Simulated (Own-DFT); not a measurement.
# Response to strain: 2H SiC, 72 atoms (C36Si36)

All numbers below are calculated, not measured. The program, named Own-DFT, is a retired in-house plane-wave density functional code that no person has reviewed. Each row is one single-point run on a periodic cell that was not relaxed, without spin or spin-orbit coupling.

Settings of every run: PBE; PseudoDojo norm-conserving scalar-relativistic files; cutoff 42 hartree; 4 x 4 x 3 k mesh centred on Gamma; Fermi-Dirac smearing of 0.1 eV.

Known limits: forces on such cells passed a denser k mesh, each cell not checked; stress not checked against mesh or cutoff.

Unstrained cell vectors in Å: (9.248, 0.000, 0.000); (-4.624, 8.009, 0.000); (0.000, 0.000, 10.068). The unstrained cell has measured lattice constants (interpolated for alloys), not those of this functional. That, the random moves and any unrelaxed bonds set the pressure at no strain. Each run strains this cell uniformly, with the atoms carried along. Every atom was also moved at random, by a Gaussian of width 0.05 Å on each axis. Strain is the symmetric tensor, in per cent. Stress is positive in tension, and the pressure is minus a third of its trace.

```
run,e_xx (%),e_yy (%),e_zz (%),e_yz (%),e_xz (%),e_xy (%),s_xx (GPa),s_yy (GPa),s_zz (GPa),s_yz (GPa),s_xz (GPa),s_xy (GPa),P (GPa),E (meV/atom)
1,1.33,-0.01,-0.10,-1.19,-0.35,0.76,3.40,-3.91,-7.23,-3.74,-1.57,3.70,2.58,2.9
2,1.46,-1.93,1.98,1.19,1.58,-1.11,1.80,-14.37,4.21,4.05,5.35,-4.81,2.79,30.9
3,1.63,1.79,-1.14,1.06,1.70,1.96,5.78,5.96,-15.20,2.75,5.06,7.96,1.15,36.3
4,-0.61,0.87,1.50,0.24,1.90,0.90,-7.06,1.13,0.50,1.90,5.98,1.38,1.81,20.0
5,0.71,0.98,-0.03,0.86,-1.83,-1.26,0.41,1.62,-6.86,3.50,-5.23,-6.52,1.61,8.9
6,0.39,1.94,-1.79,-0.20,-0.65,-0.23,-1.90,6.69,-19.60,-1.31,-2.25,-0.28,4.94,31.6
7,-0.35,1.39,-0.90,-0.77,0.74,-0.37,-5.83,2.88,-13.01,-2.66,2.32,-1.90,5.32,25.4
8,0.40,1.78,1.50,1.10,1.31,1.26,-0.76,5.22,3.21,2.19,3.83,5.06,-2.56,12.8
9,-0.77,0.76,-1.86,0.89,1.11,-1.14,-10.86,0.22,-21.93,2.62,4.37,-7.04,10.86,57.2
10,0.50,0.15,1.77,-0.06,-0.52,-1.08,-0.79,-4.00,3.64,0.73,-1.81,-5.77,0.39,8.1
11,1.02,-1.55,1.08,0.34,-0.01,1.52,0.11,-12.02,-1.27,1.38,0.62,5.54,4.39,26.4
12,-1.34,1.97,1.95,0.44,0.78,-0.55,-8.28,6.36,3.61,1.69,3.66,-1.13,-0.57,0.0
13,0.11,1.20,-0.31,1.64,-0.64,1.98,-2.78,1.70,-9.75,4.76,-1.29,8.24,3.61,37.0
14,0.74,1.58,-0.54,1.42,1.41,0.58,1.96,4.56,-10.18,4.61,5.07,1.75,1.22,0.9
15,1.78,-0.12,0.50,1.43,-0.76,-1.36,5.91,-4.03,-6.29,3.85,-1.93,-6.44,1.47,31.9
16,1.30,-1.84,0.99,1.80,1.14,-1.00,2.57,-15.70,-1.28,6.82,2.76,-4.98,4.80,20.4
17,0.54,0.91,1.52,1.23,-1.11,0.48,?,?,?,?,?,?,?,?
```

E is the free energy for each atom above the lowest run shown.

## Worked fit

Each stress component was fitted by least squares to a constant and the strains of the runs shown, as fractions, with shears doubled. Shear strains stay in the fit of a normal stress only where such slopes are resolved. The slopes, in GPa:

```
stress  at no strain  per e_xx  per e_yy  per e_zz  scatter
  s_xx          -4.9  594 ± 28  113 ± 22   67 ± 19     0.83
  s_yy          -4.3   17 ± 22  553 ± 17   -4 ± 15     0.65
  s_zz          -8.6   66 ± 36   43 ± 27  659 ± 24     1.05
```

Each shear stress against twice its own strain: yz 155 ± 11, xz 149 ± 7, xy 212 ± 13 GPa. These are stiffnesses along x, y and z of the frame in which the cell vectors are given, which need not be the crystal's axes. The atoms are held to the strained lattice; where symmetry lets them move under strain, relaxing them would lower some slopes. The table should be nearly symmetric about its diagonal, and what it lacks of that shows the noise. A ninth of its sum, 234 ± 8 GPa, estimates the bulk modulus near the mean pressure of these runs, 2.7 GPa, so it lies above the value at zero pressure.

## Withheld run

Question: what normal stresses and pressure should run 17 give?

The fit gives s_xx = 0.3, s_yy = 0.8, s_zz = 2.2 and P = -1.1 GPa. The calculation gave 0.53, 1.48, 0.88 and P = -0.96 GPa.
